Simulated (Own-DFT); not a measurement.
Simulation results for SiC (2H silicon carbide, strained, atoms displaced)

All values are calculated (Own-DFT development build). A calculation, not a measurement: plane-wave PBE density functional theory by an unreviewed code, no spin, of a simulated periodic cell, stress positive in tension, free energy of the whole cell less one offset for each atom, forces on such cells passed a denser k mesh, this cell's mesh not checked; offsets are fitted by least squares, one for each functional and potential file, so energies compare only between cells with the same atoms and settings and are not formation energies; the far tail of each file's local potential was reset to the Coulomb form; each entry is a single point on an unrelaxed cell, so the pressure reflects the starting lattice, mostly measured values (interpolated for alloys), from which strain is counted, and rises with the displacements; printed positions are rounded, which can move forces by about a meV/angstrom; the program, named Own-DFT, is a retired in-house code; no spin-orbit coupling.

Settings shared by all entries: functional PBE; potential files PseudoDojo norm-conserving, scalar-relativistic, standard set; wave cutoff 42 hartree; occupations Fermi-Dirac; smearing width 0.1 eV; hardware one NVIDIA H100; k mesh 4 x 4 x 3 centred on Gamma.

(1) 
```cif
# cell vector a (Å): 9.3498 -0.0449 -0.1279
# cell vector b (Å): -4.7138 7.8971 0.1043
# cell vector c (Å): -0.1392 0.0507 10.1246
data_SiC
_symmetry_space_group_name_H-M 'P 1'
_symmetry_Int_Tables_number 1
_cell_length_a 9.3508
_cell_length_b 9.1976
_cell_length_c 10.1257
_cell_angle_alpha 88.700
_cell_angle_beta 91.573
_cell_angle_gamma 121.113
_cell_volume 745.26
loop_
_atom_site_label
_atom_site_type_symbol
_atom_site_fract_x
_atom_site_fract_y
_atom_site_fract_z
_atom_site_occupancy
Si1 Si 0.00010 0.99115 0.99240 1
Si2 Si 0.10307 0.22429 0.25087 1
C1 C 0.99914 0.99317 0.19337 1
C2 C 0.11304 0.21042 0.43790 1
Si3 Si 0.99003 0.99229 0.50723 1
Si4 Si 0.11447 0.23047 0.73879 1
C3 C 0.00010 0.99885 0.68843 1
C4 C 0.10089 0.22740 0.94116 1
Si5 Si 0.00615 0.33159 0.99767 1
Si6 Si 0.11610 0.56382 0.24213 1
C5 C 0.99246 0.32874 0.19530 1
C6 C 0.10959 0.55737 0.43464 1
Si7 Si 0.00275 0.33905 0.49791 1
Si8 Si 0.10619 0.56050 0.75035 1
C7 C 0.99957 0.33605 0.69110 1
C8 C 0.10986 0.55054 0.94548 1
Si9 Si 0.99108 0.65989 0.00344 1
Si10 Si 0.11701 0.88426 0.24752 1
C9 C 0.00273 0.66880 0.18568 1
C10 C 0.10609 0.88193 0.42605 1
Si11 Si 0.99867 0.67027 0.50180 1
Si12 Si 0.10675 0.89846 0.74442 1
C11 C 0.01229 0.67610 0.69020 1
C12 C 0.09937 0.88044 0.94323 1
Si13 Si 0.34033 0.00369 0.99750 1
Si14 Si 0.44776 0.22070 0.25305 1
C13 C 0.33198 0.01293 0.18506 1
C14 C 0.44561 0.22133 0.44294 1
Si15 Si 0.32728 0.00440 0.49733 1
Si16 Si 0.43688 0.21839 0.75322 1
C15 C 0.33233 0.00412 0.68491 1
C16 C 0.44322 0.21163 0.93572 1
Si17 Si 0.32754 0.33265 0.00202 1
Si18 Si 0.44962 0.56002 0.24396 1
C17 C 0.33933 0.34220 0.18844 1
C18 C 0.44402 0.55703 0.43808 1
Si19 Si 0.33069 0.33578 0.49411 1
Si20 Si 0.44101 0.55234 0.75822 1
C19 C 0.32925 0.32550 0.68025 1
C20 C 0.44677 0.55035 0.94105 1
Si21 Si 0.34237 0.66571 0.99157 1
Si22 Si 0.44879 0.89709 0.24320 1
C21 C 0.32765 0.67035 0.18323 1
C22 C 0.44137 0.89337 0.43899 1
Si23 Si 0.33836 0.66200 0.49978 1
Si24 Si 0.44838 0.89011 0.76267 1
C23 C 0.32661 0.65909 0.68920 1
C24 C 0.45088 0.89331 0.93992 1
Si25 Si 0.66623 0.00196 0.00469 1
Si26 Si 0.78266 0.22612 0.24763 1
C25 C 0.66455 0.99421 0.18443 1
C26 C 0.78050 0.23639 0.44402 1
Si27 Si 0.66765 0.98896 0.49470 1
Si28 Si 0.77208 0.22240 0.74688 1
C27 C 0.66258 0.98800 0.69528 1
C28 C 0.77168 0.22252 0.94450 1
Si29 Si 0.65825 0.32160 0.00469 1
Si30 Si 0.78531 0.56656 0.25227 1
C29 C 0.68188 0.34067 0.19488 1
C30 C 0.78119 0.55271 0.43130 1
Si31 Si 0.66894 0.33698 0.49803 1
Si32 Si 0.78988 0.56561 0.75193 1
C31 C 0.66978 0.33218 0.67998 1
C32 C 0.77662 0.56463 0.93291 1
Si33 Si 0.66596 0.66211 0.00474 1
Si34 Si 0.77988 0.89297 0.24935 1
C33 C 0.66527 0.66985 0.17713 1
C34 C 0.77564 0.88635 0.43323 1
Si35 Si 0.66075 0.66707 0.48992 1
Si36 Si 0.77940 0.88370 0.76012 1
C35 C 0.66095 0.66346 0.68542 1
C36 C 0.78010 0.88090 0.93664 1
_calc_free_energy_of_cell_above_offsets '-5.148'  # eV
_calc_pressure 5.49  # GPa
_calc_stress_xx -0.66  # GPa
_calc_stress_yy -11.81  # GPa
_calc_stress_zz -4  # GPa
_calc_stress_yz 2.11  # GPa
_calc_stress_xz -4.22  # GPa
_calc_stress_xy -1.6  # GPa
_calc_wall_time 354.2  # s
```

Force:
```tsv
element	x (eV/Å)	y (eV/Å)	z (eV/Å)
Si	-1.411	1.601	2.586
Si	2.343	-1.164	0.077
C	-0.22	0.976	-1.518
C	-2.169	1.396	0.152
Si	1.534	0.184	-2.23
Si	-0.495	-0.63	1.814
C	-2.21	0.758	-0.012
C	4.151	-2.29	-2.082
Si	-3.723	0.144	1.95
Si	-0.556	-1.675	1.7
C	1.562	1.569	-2.044
C	0.839	0.831	0.033
Si	0.158	-0.808	0.467
Si	2.156	-1.086	0.938
C	-0.67	-0.052	-1.004
C	-0.335	1.807	-1.598
Si	1.01	0.001	-0.635
Si	-1.758	1.366	-0.52
C	-0.451	-0.49	0.003
C	-0.325	1.219	2.85
Si	1.419	-0.886	-0.639
Si	3.27	-1.126	2.029
C	-2.342	0.013	-0.932
C	2.658	1.229	-2.01
Si	-1.817	-2.77	0.933
Si	-0.321	2.374	0.533
C	1.966	-1.917	-0.631
C	-0.833	1.489	-1.545
Si	1.163	-1.644	0.62
Si	1.557	0.966	-1.851
C	0.119	-1.183	0.979
C	-1.714	2.679	0.114
Si	0.482	-1.352	0.292
Si	-1.368	0.541	0.63
C	-0.399	-1.707	0.063
C	-0.033	-0.173	-1.769
Si	1.476	-1.236	0.588
Si	0.451	-0.187	-2.29
C	-0.109	1.47	1.423
C	-0.396	0.609	-0.445
Si	-1.898	-0.238	1.676
Si	-1.049	-0.841	1.461
C	2.208	0.373	-0.513
C	0.862	-0.49	-0.868
Si	-2.486	1.353	0.199
Si	-0.791	-0.504	-3.687
C	0.458	0.836	0.864
C	-0.716	-0.677	0.883
Si	1.805	-0.324	-1.406
Si	-0.68	-1.049	1.989
C	-0.07	1.343	1.168
C	1.59	-2.953	-1.608
Si	-2.374	2.351	1.803
Si	1.099	-0.921	0.645
C	0.422	1.157	-1
C	1.198	0.312	-1.301
Si	0.62	2.458	-0.181
Si	0.049	-0.8	-1.259
C	-2.649	-0.529	-1.406
C	-1.747	1.735	1.418
Si	-0.402	-0.777	0.376
Si	-1.462	-1.511	-1.445
C	-1.331	1.109	1.988
C	0.635	-2.356	1.478
Si	0.417	0.456	-2.59
Si	0.767	-0.533	-0.97
C	0.723	-0.043	3.729
C	-0.001	0.305	0.034
Si	1.864	-1.065	2.306
Si	-1.064	-0.122	-2.358
C	0.921	0.135	-0.054
C	-1.581	0.959	1.608
```

(2) 
```cif
# cell vector a (Å): 9.1186 -0.1250 -0.1528
# cell vector b (Å): -4.6676 8.0059 0.0423
# cell vector c (Å): -0.1664 -0.0429 10.2273
data_SiC
_symmetry_space_group_name_H-M 'P 1'
_symmetry_Int_Tables_number 1
_cell_length_a 9.1207
_cell_length_b 9.2673
_cell_length_c 10.2287
_cell_angle_alpha 89.477
_cell_angle_beta 91.889
_cell_angle_gamma 121.028
_cell_volume 740.44
loop_
_atom_site_label
_atom_site_type_symbol
_atom_site_fract_x
_atom_site_fract_y
_atom_site_fract_z
_atom_site_occupancy
Si1 Si 0.00175 0.99917 0.99854 1
Si2 Si 0.10767 0.22483 0.24455 1
C1 C 0.00075 0.00934 0.17713 1
C2 C 0.11108 0.22402 0.44359 1
Si3 Si 0.98888 0.99698 0.50849 1
Si4 Si 0.12078 0.23036 0.75370 1
C3 C 0.01903 0.00217 0.68931 1
C4 C 0.11327 0.21399 0.93291 1
Si5 Si 0.01131 0.33839 0.99749 1
Si6 Si 0.10617 0.54757 0.25525 1
C5 C 0.00510 0.33383 0.19584 1
C6 C 0.11975 0.57020 0.44667 1
Si7 Si 0.00234 0.33012 0.49985 1
Si8 Si 0.11649 0.56151 0.75128 1
C7 C 0.00500 0.32525 0.68706 1
C8 C 0.11118 0.55161 0.93760 1
Si9 Si 0.00405 0.67639 0.00413 1
Si10 Si 0.11578 0.88830 0.25372 1
C9 C 0.99839 0.67508 0.16806 1
C10 C 0.10956 0.88466 0.44806 1
Si11 Si 0.99821 0.66717 0.49876 1
Si12 Si 0.11339 0.88856 0.74926 1
C11 C 0.99287 0.66512 0.69031 1
C12 C 0.10726 0.88786 0.94625 1
Si13 Si 0.33630 0.99959 0.99716 1
Si14 Si 0.45038 0.22407 0.24386 1
C13 C 0.34076 0.00024 0.18766 1
C14 C 0.44771 0.22711 0.43530 1
Si15 Si 0.33942 0.99058 0.50452 1
Si16 Si 0.43744 0.21589 0.73636 1
C15 C 0.33817 0.00291 0.68368 1
C16 C 0.44553 0.22208 0.94343 1
Si17 Si 0.33424 0.32985 0.00897 1
Si18 Si 0.45211 0.56182 0.25249 1
C17 C 0.33185 0.32824 0.19578 1
C18 C 0.45425 0.56880 0.44274 1
Si19 Si 0.32885 0.33549 0.50536 1
Si20 Si 0.44823 0.55667 0.74174 1
C19 C 0.33570 0.32945 0.69003 1
C20 C 0.44004 0.54763 0.93610 1
Si21 Si 0.32465 0.66445 0.99572 1
Si22 Si 0.45172 0.89015 0.24063 1
C21 C 0.33255 0.66183 0.18175 1
C22 C 0.45210 0.90434 0.43743 1
Si23 Si 0.33120 0.66551 0.49491 1
Si24 Si 0.44002 0.87778 0.74244 1
C23 C 0.34195 0.67018 0.68813 1
C24 C 0.43551 0.88360 0.93160 1
Si25 Si 0.67867 0.00285 0.00188 1
Si26 Si 0.77056 0.22739 0.23961 1
C25 C 0.66368 0.00572 0.19373 1
C26 C 0.76540 0.21814 0.44556 1
Si27 Si 0.66879 0.00341 0.49598 1
Si28 Si 0.77608 0.21803 0.75337 1
C27 C 0.65530 0.00194 0.68890 1
C28 C 0.77395 0.21307 0.93951 1
Si29 Si 0.67853 0.34589 0.99677 1
Si30 Si 0.77803 0.55891 0.24928 1
C29 C 0.65977 0.32892 0.19225 1
C30 C 0.78026 0.55508 0.44044 1
Si31 Si 0.65919 0.33158 0.49943 1
Si32 Si 0.77843 0.56107 0.74950 1
C31 C 0.66625 0.34461 0.68219 1
C32 C 0.77532 0.55509 0.93835 1
Si33 Si 0.68243 0.66698 0.99705 1
Si34 Si 0.76738 0.89327 0.23942 1
C33 C 0.66019 0.65898 0.18237 1
C34 C 0.79047 0.88760 0.43963 1
Si35 Si 0.66213 0.66900 0.49846 1
Si36 Si 0.77705 0.88569 0.75505 1
C35 C 0.66176 0.67094 0.69308 1
C36 C 0.77797 0.89226 0.93781 1
_calc_free_energy_of_cell_above_offsets '-2.415'  # eV
_calc_pressure 8.4  # GPa
_calc_stress_xx -15.04  # GPa
_calc_stress_yy -11.54  # GPa
_calc_stress_zz 1.39  # GPa
_calc_stress_yz -1.34  # GPa
_calc_stress_xz -5.42  # GPa
_calc_stress_xy -6.37  # GPa
_calc_wall_time 359.4  # s
```

Force:
```tsv
element	x (eV/Å)	y (eV/Å)	z (eV/Å)
Si	0.039	0.536	-0.203
Si	2.04	-1.336	2.401
C	-0.042	-1.511	2.122
C	-0.734	-0.957	-1.706
Si	4.938	2.122	0.118
Si	0.274	-1.813	-0.401
C	-3.917	0.513	0.529
C	-0.856	1.368	1.397
Si	-0.393	-1.813	0.366
Si	0.055	2.779	-0.64
C	-2.546	0.245	-2.18
C	-2.086	-3.409	-2.298
Si	-1.576	0.513	0.629
Si	-0.362	-1.506	-0.482
C	-1.713	1.634	0.401
C	-2.372	0.474	-0.772
Si	0.844	-1.87	-4.277
Si	-0.804	0.885	-0.286
C	0.559	-1.519	7.306
C	-0.312	1.113	-1.898
Si	0.253	0.245	1.629
Si	1.118	-0.487	1.031
C	1.93	0.506	-0.512
C	0.658	0.663	-2.543
Si	0.152	0.394	0.686
Si	-2.258	-1.754	2.497
C	-0.853	-0.184	-0.443
C	-2.145	-1.401	-0.079
Si	-2.736	2.706	-1.069
Si	1.945	1.577	2.953
C	0.064	-2.362	0.672
C	0.246	0.14	-1.3
Si	0.432	0.544	-1.237
Si	-1.333	-1.736	-0.36
C	-0.214	1.372	-0.843
C	-2.884	-2.594	-1.755
Si	2.117	-0.184	-0.952
Si	-1.007	-1.476	3.006
C	-0.996	1.629	-1.284
C	0.245	1.19	-0.051
Si	3.434	0.471	0.419
Si	-2.933	-1.364	2.114
C	-0.349	0.454	1.333
C	1.044	-3.823	-1.812
Si	2.372	3.089	1.593
Si	-0.78	2.841	2.181
C	-1.355	-2.3	-1.759
C	1.254	0.427	0.526
Si	-2.884	-1.539	-0.248
Si	2.128	-0.368	3.202
C	1.549	0.473	-2.627
C	1.9	1.869	-2.159
Si	1.14	-0.568	1.639
Si	-0.446	1.168	-1.015
C	3.103	-0.426	-0.791
C	0.433	2.697	0.11
Si	-0.918	-3.35	0.76
Si	0.517	-0.085	0.382
C	1.441	3.293	-2.612
C	-1.593	-0.111	-1.264
Si	1.519	0.917	0.43
Si	-0.862	-0.869	0.283
C	0.885	-1.47	1.338
C	2.081	0.929	-1.421
Si	-4.542	-0.031	0.369
Si	3.726	-0.865	1.701
C	0.838	1.999	0.257
C	-5.141	-0.91	-2.197
Si	3.804	1.104	1.7
Si	-0.286	2.119	-1.007
C	2.261	0.188	-1.772
C	0.891	-1.195	0.178
```
